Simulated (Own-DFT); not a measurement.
# Computed records: Si₂SnGe₅ (diamond-structure random alloy, strained, atoms displaced), Si₄SnGe₁₁ (diamond-structure random alloy, strained, atoms displaced)

Computed with Own-DFT development build. A calculation, not a measurement: plane-wave density functional theory by an unreviewed code, no spin, of a simulated periodic cell, stress positive in tension, run twice, with PBE and with PBEsol, both on files made for PBE, so the change isn't that of files made for PBEsol, forces on such cells moved up to 12 meV/angstrom on a denser k mesh; the far tail of each file's local potential was reset to the Coulomb form; each entry is a single point on an unrelaxed cell, so the pressure reflects the starting lattice, mostly measured values (interpolated for alloys), from which strain is counted, and rises with the displacements; printed positions are rounded, which can move forces by about a meV/angstrom; the program, named Own-DFT, is a retired in-house code; no spin-orbit coupling; stress was not checked against mesh or cutoff.

Common to all runs: functional PBE, then PBEsol; potential files PseudoDojo norm-conserving, scalar-relativistic, standard set; wave cutoff 49 hartree; occupations Fermi-Dirac; smearing width 0.1 eV; k mesh 3 x 3 x 3 centred on Gamma.

(1) Si₂SnGe₅ (diamond-structure random alloy, strained, atoms displaced)

```cif
# cell vector a (Å): 11.6670 0.0000 0.0000
# cell vector b (Å): 0.0000 11.6670 0.0000
# cell vector c (Å): 0.0000 0.0000 11.4103
data_Si2SnGe5
_symmetry_space_group_name_H-M 'P 1'
_symmetry_Int_Tables_number 1
_cell_length_a 11.6670
_cell_length_b 11.6670
_cell_length_c 11.4103
_cell_angle_alpha 90.000
_cell_angle_beta 90.000
_cell_angle_gamma 90.000
_cell_volume 1553.16
loop_
_atom_site_label
_atom_site_type_symbol
_atom_site_fract_x
_atom_site_fract_y
_atom_site_fract_z
_atom_site_occupancy
Ge1 Ge 0.00355 0.99815 0.00868 1
Sn1 Sn 0.00170 0.26002 0.25058 1
Si1 Si 0.24948 0.99687 0.24896 1
Ge2 Ge 0.25566 0.24780 0.99564 1
Ge3 Ge 0.12828 0.13227 0.12566 1
Ge4 Ge 0.12143 0.37638 0.37109 1
Si2 Si 0.38257 0.13134 0.37535 1
Si3 Si 0.37394 0.37743 0.12643 1
Si4 Si 0.01137 0.00403 0.49970 1
Sn2 Sn 0.00154 0.25387 0.74963 1
Ge5 Ge 0.24742 0.00011 0.74240 1
Si5 Si 0.25729 0.24746 0.50189 1
Si6 Si 0.12906 0.11629 0.62811 1
Ge6 Ge 0.12708 0.37358 0.87185 1
Ge7 Ge 0.36698 0.12951 0.87652 1
Ge8 Ge 0.37624 0.37629 0.62866 1
Ge9 Ge 0.99541 0.50371 0.00372 1
Ge10 Ge 0.99357 0.74449 0.24885 1
Ge11 Ge 0.24730 0.50075 0.25157 1
Ge12 Ge 0.23716 0.74782 0.00038 1
Sn3 Sn 0.12408 0.63108 0.12728 1
Ge13 Ge 0.12720 0.87345 0.37818 1
Ge14 Ge 0.38197 0.62467 0.37088 1
Ge15 Ge 0.37181 0.87199 0.12679 1
Ge16 Ge 0.99770 0.50402 0.50449 1
Si7 Si 0.00312 0.75616 0.75491 1
Si8 Si 0.25571 0.49283 0.75441 1
Sn4 Sn 0.25036 0.75266 0.50470 1
Ge17 Ge 0.12683 0.62357 0.62392 1
Ge18 Ge 0.12855 0.87300 0.87159 1
Ge19 Ge 0.37277 0.62553 0.88199 1
Ge20 Ge 0.37931 0.87972 0.63216 1
Ge21 Ge 0.49554 0.00014 0.00118 1
Ge22 Ge 0.50406 0.26002 0.24716 1
Ge23 Ge 0.74880 0.99569 0.24595 1
Ge24 Ge 0.74808 0.25104 0.99728 1
Ge25 Ge 0.62870 0.11826 0.11571 1
Ge26 Ge 0.62451 0.37500 0.37082 1
Ge27 Ge 0.87774 0.12172 0.37271 1
Ge28 Ge 0.87291 0.37952 0.12223 1
Sn5 Sn 0.49485 0.99429 0.49804 1
Ge29 Ge 0.49948 0.25890 0.75675 1
Si9 Si 0.74921 0.01107 0.74573 1
Ge30 Ge 0.75180 0.24830 0.50358 1
Si10 Si 0.62599 0.11977 0.62434 1
Si11 Si 0.61934 0.37400 0.87675 1
Sn6 Sn 0.87855 0.12660 0.87672 1
Si12 Si 0.87546 0.37957 0.62110 1
Ge31 Ge 0.50172 0.49400 0.99375 1
Sn7 Sn 0.50102 0.75545 0.24136 1
Ge32 Ge 0.75242 0.49467 0.24782 1
Ge33 Ge 0.75337 0.74939 0.99351 1
Ge34 Ge 0.62728 0.62521 0.13341 1
Ge35 Ge 0.62588 0.87894 0.37255 1
Si13 Si 0.86579 0.62684 0.37241 1
Ge36 Ge 0.87215 0.87358 0.12704 1
Ge37 Ge 0.49927 0.49273 0.49099 1
Si14 Si 0.49984 0.75475 0.75320 1
Sn8 Sn 0.75451 0.49622 0.74687 1
Si15 Si 0.75177 0.75654 0.50191 1
Ge38 Ge 0.62690 0.62428 0.61973 1
Ge39 Ge 0.63307 0.87325 0.87833 1
Si16 Si 0.87544 0.62635 0.87479 1
Ge40 Ge 0.87084 0.87151 0.62809 1
```

* PBE pressure: 1.43 GPa
* PBE stress xx: -1.07 GPa
* PBE stress yy: -0.9 GPa
* PBE stress zz: -2.33 GPa
* PBE stress yz: 0.12 GPa
* PBE stress xz: 0.08 GPa
* PBE stress xy: 0.16 GPa
* PBEsol pressure: -0.98 GPa
* PBEsol stress xx: 1.35 GPa
* PBEsol stress yy: 1.51 GPa
* PBEsol stress zz: 0.08 GPa
* PBEsol stress yz: 0.1 GPa
* PBEsol stress xz: 0.07 GPa
* PBEsol stress xy: 0.16 GPa
* rms change of force components from PBE to PBEsol: 0.046 eV/Å

Force:
| force element | PBE force x (eV/Å) | PBE force y (eV/Å) | PBE force z (eV/Å) | PBEsol force x (eV/Å) | PBEsol force y (eV/Å) | PBEsol force z (eV/Å) |
| --- | --- | --- | --- | --- | --- | --- |
| Ge | 0.609 | -0.493 | 0.14 | 0.583 | -0.465 | 0.135 |
| Sn | -1.132 | -1.439 | -0.737 | -1.095 | -1.391 | -0.723 |
| Si | 0.271 | 0.855 | 0.446 | 0.241 | 0.806 | 0.413 |
| Ge | -0.691 | 1.179 | 1.177 | -0.698 | 1.103 | 1.103 |
| Ge | 0.925 | -1.357 | -0.375 | 0.867 | -1.294 | -0.397 |
| Ge | 2.019 | 1.287 | 2.63 | 1.929 | 1.279 | 2.513 |
| Si | -1.456 | 0.519 | -1.081 | -1.365 | 0.5 | -1.072 |
| Si | -0.01 | -0.055 | -0.395 | -0.004 | -0.052 | -0.387 |
| Si | -0.869 | -0.512 | 0.187 | -0.887 | -0.541 | 0.136 |
| Sn | 0.94 | 0.45 | -2.31 | 0.92 | 0.436 | -2.16 |
| Ge | 0.428 | 0.005 | 1.076 | 0.457 | -0.04 | 1.079 |
| Si | -0.585 | -0.277 | -0.086 | -0.573 | -0.21 | -0.073 |
| Si | 0.151 | 0.911 | -1.579 | 0.165 | 0.898 | -1.47 |
| Ge | 1.059 | 1.373 | 1.365 | 1.003 | 1.286 | 1.343 |
| Ge | 1.113 | -0.913 | -0.959 | 1.069 | -0.866 | -0.916 |
| Ge | -0.252 | -0.17 | -0.506 | -0.182 | -0.175 | -0.485 |
| Ge | -0.26 | -0.451 | -1.44 | -0.238 | -0.463 | -1.356 |
| Ge | -1.082 | 1.377 | 1.686 | -1.019 | 1.358 | 1.589 |
| Ge | 1.261 | -0.677 | 0.367 | 1.19 | -0.626 | 0.38 |
| Ge | 2.435 | 1.5 | -1.337 | 2.363 | 1.452 | -1.297 |
| Sn | -0.556 | -1.532 | 0.501 | -0.549 | -1.483 | 0.484 |
| Ge | -1.219 | 1.229 | -1.349 | -1.167 | 1.137 | -1.299 |
| Ge | -0.706 | -1 | 0.381 | -0.685 | -0.978 | 0.37 |
| Ge | -1.789 | 1.604 | -1.502 | -1.699 | 1.527 | -1.476 |
| Ge | -0.403 | 0.092 | -0.91 | -0.331 | 0.095 | -0.887 |
| Si | -0.631 | -1.144 | -0.368 | -0.585 | -1.084 | -0.389 |
| Si | -0.459 | 1.017 | -0.165 | -0.444 | 0.992 | -0.155 |
| Sn | 1.102 | -0.508 | -0.185 | 1.057 | -0.49 | -0.185 |
| Ge | -0.762 | -0.788 | 1.972 | -0.741 | -0.762 | 1.855 |
| Ge | -0.538 | 0.654 | 0.138 | -0.485 | 0.651 | 0.17 |
| Ge | 0.133 | 0.039 | -0.913 | 0.125 | 0.03 | -0.837 |
| Ge | -0.416 | -1.133 | 1.527 | -0.446 | -1.062 | 1.441 |
| Ge | -0.062 | -0.363 | -0.545 | -0.046 | -0.349 | -0.514 |
| Ge | -0.514 | -1.271 | -0.553 | -0.44 | -1.219 | -0.513 |
| Ge | 0.2 | 0.608 | 0.299 | 0.19 | 0.58 | 0.28 |
| Ge | -0.933 | 0.958 | 0.584 | -0.873 | 0.891 | 0.594 |
| Ge | -0.442 | 0.843 | 0.81 | -0.421 | 0.813 | 0.777 |
| Ge | 0.803 | -0.297 | 0.517 | 0.761 | -0.283 | 0.488 |
| Ge | -0.35 | -0.54 | 0.866 | -0.365 | -0.49 | 0.815 |
| Ge | -0.698 | 0.055 | -0.881 | -0.672 | 0.062 | -0.842 |
| Sn | 0.738 | 1.457 | -0.085 | 0.722 | 1.339 | -0.076 |
| Ge | 0.262 | -1.323 | -0.596 | 0.186 | -1.28 | -0.589 |
| Si | -0.605 | -1.548 | -0.265 | -0.542 | -1.558 | -0.213 |
| Ge | -0.143 | -0.081 | -0.15 | -0.135 | -0.076 | -0.2 |
| Si | 0.165 | 1.294 | 0.769 | 0.118 | 1.306 | 0.705 |
| Si | 0.526 | -0.402 | 0.298 | 0.508 | -0.397 | 0.294 |
| Sn | -0.983 | -1.627 | 0.933 | -0.925 | -1.535 | 0.946 |
| Si | 0.513 | -0.944 | -1.454 | 0.506 | -0.923 | -1.431 |
| Ge | -0.254 | 0.559 | 1.253 | -0.269 | 0.6 | 1.219 |
| Sn | 0.358 | -0.456 | 1.184 | 0.348 | -0.45 | 1.151 |
| Ge | -0.214 | 0.846 | 0.594 | -0.237 | 0.796 | 0.542 |
| Ge | 0.183 | -0.655 | 0.866 | 0.144 | -0.586 | 0.873 |
| Ge | 1.059 | -1.307 | -2.175 | 1.029 | -1.264 | -2.103 |
| Ge | 1.662 | -0.715 | 0.303 | 1.58 | -0.667 | 0.261 |
| Si | 0.376 | 0.01 | 0.719 | 0.398 | -0.026 | 0.663 |
| Ge | 0.352 | -0.315 | -0.375 | 0.342 | -0.306 | -0.362 |
| Ge | 0.073 | 0.728 | 0.733 | 0.079 | 0.709 | 0.699 |
| Si | 0.353 | -0.594 | 0.15 | 0.344 | -0.579 | 0.151 |
| Sn | -0.756 | 0.41 | 0.917 | -0.778 | 0.437 | 0.863 |
| Si | -0.363 | -0.765 | -0.745 | -0.384 | -0.714 | -0.694 |
| Ge | -1.085 | 1.082 | -0.496 | -1.049 | 0.997 | -0.48 |
| Ge | -0.871 | 0.88 | -1.058 | -0.835 | 0.841 | -0.969 |
| Si | 1.174 | 0.808 | 0.179 | 1.122 | 0.762 | 0.21 |
| Ge | 0.845 | 1.025 | 0.006 | 0.821 | 0.998 | 0.011 |

(2) Si₄SnGe₁₁ (diamond-structure random alloy, strained, atoms displaced)

```cif
# cell vector a (Å): 11.0237 0.0000 0.0000
# cell vector b (Å): 0.0000 11.0237 0.0000
# cell vector c (Å): 0.0000 0.0000 11.3064
data_Si4SnGe11
_symmetry_space_group_name_H-M 'P 1'
_symmetry_Int_Tables_number 1
_cell_length_a 11.0237
_cell_length_b 11.0237
_cell_length_c 11.3064
_cell_angle_alpha 90.000
_cell_angle_beta 90.000
_cell_angle_gamma 90.000
_cell_volume 1373.98
loop_
_atom_site_label
_atom_site_type_symbol
_atom_site_fract_x
_atom_site_fract_y
_atom_site_fract_z
_atom_site_occupancy
Ge1 Ge 0.00072 0.99932 0.00306 1
Sn1 Sn 0.00650 0.24688 0.24768 1
Ge2 Ge 0.24646 0.00168 0.24466 1
Ge3 Ge 0.24792 0.24706 0.00480 1
Si1 Si 0.11640 0.12148 0.12589 1
Ge4 Ge 0.12452 0.37668 0.37343 1
Ge5 Ge 0.36955 0.13119 0.38368 1
Ge6 Ge 0.37379 0.36836 0.12031 1
Ge7 Ge 0.99971 0.00101 0.50411 1
Sn2 Sn 0.00212 0.25004 0.75476 1
Ge8 Ge 0.24249 0.00179 0.75494 1
Ge9 Ge 0.24928 0.24527 0.50032 1
Si2 Si 0.12349 0.12279 0.62556 1
Ge10 Ge 0.12674 0.36399 0.86784 1
Si3 Si 0.37047 0.13109 0.87875 1
Ge11 Ge 0.37832 0.37480 0.62397 1
Ge12 Ge 0.00223 0.49854 0.00573 1
Ge13 Ge 0.99521 0.74490 0.25240 1
Si4 Si 0.24968 0.49697 0.24162 1
Ge14 Ge 0.24774 0.74866 0.99956 1
Ge15 Ge 0.12492 0.62063 0.12145 1
Ge16 Ge 0.12523 0.86778 0.38209 1
Ge17 Ge 0.37873 0.62810 0.37582 1
Ge18 Ge 0.36803 0.87456 0.11846 1
Si5 Si 0.99679 0.50102 0.50342 1
Ge19 Ge 0.99830 0.75195 0.74909 1
Si6 Si 0.24240 0.50157 0.74834 1
Si7 Si 0.25208 0.75140 0.50501 1
Ge20 Ge 0.12763 0.61742 0.62871 1
Ge21 Ge 0.12396 0.87371 0.87534 1
Ge22 Ge 0.37052 0.62458 0.87835 1
Ge23 Ge 0.37436 0.87659 0.61748 1
Ge24 Ge 0.50098 0.00396 0.00157 1
Ge25 Ge 0.49629 0.24540 0.25314 1
Ge26 Ge 0.74374 0.00291 0.24693 1
Ge27 Ge 0.75177 0.24567 0.99604 1
Si8 Si 0.62096 0.12377 0.13148 1
Si9 Si 0.62509 0.37484 0.38187 1
Si10 Si 0.87114 0.11417 0.37933 1
Ge28 Ge 0.87692 0.37282 0.12987 1
Sn3 Sn 0.50324 0.00096 0.49138 1
Ge29 Ge 0.50222 0.24848 0.74832 1
Ge30 Ge 0.75142 0.00805 0.75005 1
Ge31 Ge 0.75267 0.25223 0.49496 1
Ge32 Ge 0.62832 0.12284 0.62026 1
Si11 Si 0.62504 0.38083 0.86788 1
Ge33 Ge 0.86515 0.11839 0.87708 1
Ge34 Ge 0.87694 0.37487 0.62162 1
Sn4 Sn 0.50406 0.50164 0.99354 1
Ge35 Ge 0.49887 0.75348 0.25430 1
Ge36 Ge 0.75603 0.50782 0.25586 1
Si12 Si 0.75221 0.73961 0.00440 1
Si13 Si 0.62630 0.62635 0.12002 1
Si14 Si 0.62276 0.87521 0.38138 1
Si15 Si 0.87951 0.62621 0.37420 1
Ge37 Ge 0.87976 0.87714 0.12485 1
Ge38 Ge 0.50485 0.50368 0.49736 1
Si16 Si 0.50242 0.75456 0.75318 1
Ge39 Ge 0.74785 0.50342 0.74587 1
Ge40 Ge 0.75253 0.74683 0.49815 1
Ge41 Ge 0.62518 0.62636 0.62251 1
Ge42 Ge 0.62376 0.88404 0.87578 1
Ge43 Ge 0.87316 0.61887 0.87600 1
Ge44 Ge 0.87347 0.87451 0.62556 1
```

* rms change of force components from PBE to PBEsol: —

## Withheld values
1. Give the missing rms change of force components from PBE to PBEsol for Si₄SnGe₁₁ (diamond-structure random alloy, strained, atoms displaced) (entry 2).
2. Give the table of force values for Si₄SnGe₁₁ (diamond-structure random alloy, strained, atoms displaced) (entry 2).

Answers
1. 0.049 eV/Å
2. 
Force:
| force element | PBE force x (eV/Å) | PBE force y (eV/Å) | PBE force z (eV/Å) | PBEsol force x (eV/Å) | PBEsol force y (eV/Å) | PBEsol force z (eV/Å) |
| --- | --- | --- | --- | --- | --- | --- |
| Ge | -0.031 | 0.109 | -0.752 | -0.075 | 0.058 | -0.767 |
| Sn | -1.735 | -0.687 | 1.902 | -1.708 | -0.562 | 1.873 |
| Ge | -0.131 | -0.117 | 0.845 | -0.091 | -0.151 | 0.848 |
| Ge | -0.69 | -0.743 | -0.354 | -0.665 | -0.649 | -0.345 |
| Si | 2.335 | -1.304 | -1.844 | 2.3 | -1.283 | -1.818 |
| Ge | 1.207 | 1.637 | 1.459 | 1.172 | 1.515 | 1.41 |
| Ge | -0.656 | -0.244 | -2.773 | -0.632 | -0.221 | -2.693 |
| Ge | -0.131 | 0.24 | 1.395 | -0.115 | 0.188 | 1.319 |
| Ge | 0.091 | -0.248 | -0.219 | 0.083 | -0.317 | -0.21 |
| Sn | -2.248 | -2.119 | -1.732 | -2.225 | -2.017 | -1.639 |
| Ge | 1.215 | 0.311 | -0.646 | 1.166 | 0.241 | -0.614 |
| Ge | -1.138 | 1.334 | 1.224 | -1.051 | 1.318 | 1.136 |
| Si | 0.818 | -0.566 | -0.77 | 0.807 | -0.566 | -0.755 |
| Ge | 2.52 | 3.565 | 3.154 | 2.419 | 3.428 | 3.105 |
| Si | 0.563 | -0.596 | -0.45 | 0.546 | -0.584 | -0.44 |
| Ge | -0.647 | 0.567 | 0.185 | -0.594 | 0.513 | 0.148 |
| Ge | -0.3 | -1 | -1.394 | -0.296 | -0.961 | -1.341 |
| Ge | 0.953 | 0.448 | -0.273 | 0.965 | 0.487 | -0.311 |
| Si | 0.553 | 0.226 | 0.994 | 0.541 | 0.215 | 0.971 |
| Ge | -0.385 | -0.041 | -0.141 | -0.37 | -0.037 | -0.136 |
| Ge | 0.246 | 0.608 | 1.016 | 0.194 | 0.618 | 0.936 |
| Ge | 0.024 | 0.423 | -0.647 | -0.02 | 0.445 | -0.666 |
| Ge | -1.396 | -0.533 | -0.325 | -1.279 | -0.51 | -0.318 |
| Ge | 0.96 | 0.251 | 0.807 | 0.923 | 0.243 | 0.786 |
| Si | 0.431 | 0.244 | -0.863 | 0.461 | 0.193 | -0.796 |
| Ge | 0.006 | -0.744 | 0.255 | 0.007 | -0.718 | 0.252 |
| Si | 1.582 | -1.104 | 0.822 | 1.545 | -1.083 | 0.812 |
| Si | -0.242 | -1.068 | -0.217 | -0.232 | -1.037 | -0.215 |
| Ge | -0.709 | 1.243 | -1.081 | -0.732 | 1.251 | -1.025 |
| Ge | -0.363 | -0.1 | 0.248 | -0.352 | -0.095 | 0.238 |
| Ge | -0.945 | 1.22 | -2.547 | -0.921 | 1.19 | -2.4 |
| Ge | -0.633 | -0.873 | 2.464 | -0.604 | -0.791 | 2.392 |
| Ge | -0.732 | 0.483 | 0.029 | -0.709 | 0.4 | 0.017 |
| Ge | 0.521 | 0.859 | 0.258 | 0.431 | 0.831 | 0.26 |
| Ge | 0.388 | -0.956 | 0.895 | 0.416 | -0.961 | 0.848 |
| Ge | -1.525 | 1.18 | 1.009 | -1.415 | 1.13 | 0.968 |
| Si | 0.096 | 0.718 | -0.945 | 0.093 | 0.694 | -0.926 |
| Si | 0.101 | 0.226 | -1.444 | 0.097 | 0.221 | -1.406 |
| Si | -0.181 | 0.424 | -0.225 | -0.184 | 0.407 | -0.215 |
| Ge | -1.622 | 1.13 | -1.331 | -1.553 | 1.108 | -1.299 |
| Sn | -0.79 | 0.405 | 1.092 | -0.836 | 0.468 | 1.133 |
| Ge | -0.101 | -0.041 | 0.586 | -0.096 | -0.037 | 0.493 |
| Ge | -0.706 | -1.571 | -0.803 | -0.688 | -1.516 | -0.769 |
| Ge | 0.09 | -0.481 | 0.075 | 0.09 | -0.477 | 0.157 |
| Ge | 0.751 | 1.625 | 1.117 | 0.735 | 1.584 | 1.093 |
| Si | 1.479 | -2.162 | -0.934 | 1.457 | -2.123 | -0.93 |
| Ge | 1.305 | -0.121 | 0.985 | 1.257 | -0.114 | 0.953 |
| Ge | -0.921 | 0.937 | -0.489 | -0.939 | 0.876 | -0.437 |
| Sn | -0.175 | -0.642 | 1.13 | -0.276 | -0.615 | 1.099 |
| Ge | 0.692 | 0.187 | -1.086 | 0.604 | 0.166 | -1.043 |
| Ge | -1.286 | -0.813 | -0.472 | -1.221 | -0.828 | -0.498 |
| Si | -0.042 | 1.546 | -0.568 | 0.025 | 1.565 | -0.613 |
| Si | 0.785 | 0.994 | 2.301 | 0.71 | 0.923 | 2.316 |
| Si | 2.389 | -2.015 | -2.704 | 2.348 | -1.988 | -2.661 |
| Si | 0.004 | -0.431 | 1.141 | -0.035 | -0.384 | 1.068 |
| Ge | -1.231 | -0.902 | 0.184 | -1.153 | -0.846 | 0.204 |
| Ge | -0.463 | -0.642 | 0.174 | -0.477 | -0.576 | 0.209 |
| Si | -0.664 | -0.14 | -0.447 | -0.645 | -0.133 | -0.437 |
| Ge | 0.255 | -0.682 | -0.041 | 0.284 | -0.623 | -0.076 |
| Ge | -0.049 | 0.401 | -0.416 | -0.059 | 0.393 | -0.324 |
| Ge | -0.439 | 0.774 | 0.73 | -0.385 | 0.709 | 0.67 |
| Ge | 0.743 | -1.409 | 0.167 | 0.72 | -1.296 | 0.168 |
| Ge | 0.36 | 0.548 | 0.188 | 0.38 | 0.497 | 0.141 |
| Ge | -0.157 | 0.232 | 0.1 | -0.141 | 0.226 | 0.1 |

Further results for Si₄SnGe₁₁ (diamond-structure random alloy, strained, atoms displaced) (entry 2):

* PBE pressure: 8.77 GPa
* PBE stress xx: -9.49 GPa
* PBE stress yy: -9.46 GPa
* PBE stress zz: -7.37 GPa
* PBE stress yz: -0.92 GPa
* PBE stress xz: -0.76 GPa
* PBE stress xy: 0.18 GPa
* PBEsol pressure: 5.85 GPa
* PBEsol stress xx: -6.56 GPa
* PBEsol stress yy: -6.53 GPa
* PBEsol stress zz: -4.45 GPa
* PBEsol stress yz: -0.91 GPa
* PBEsol stress xz: -0.72 GPa
* PBEsol stress xy: 0.18 GPa
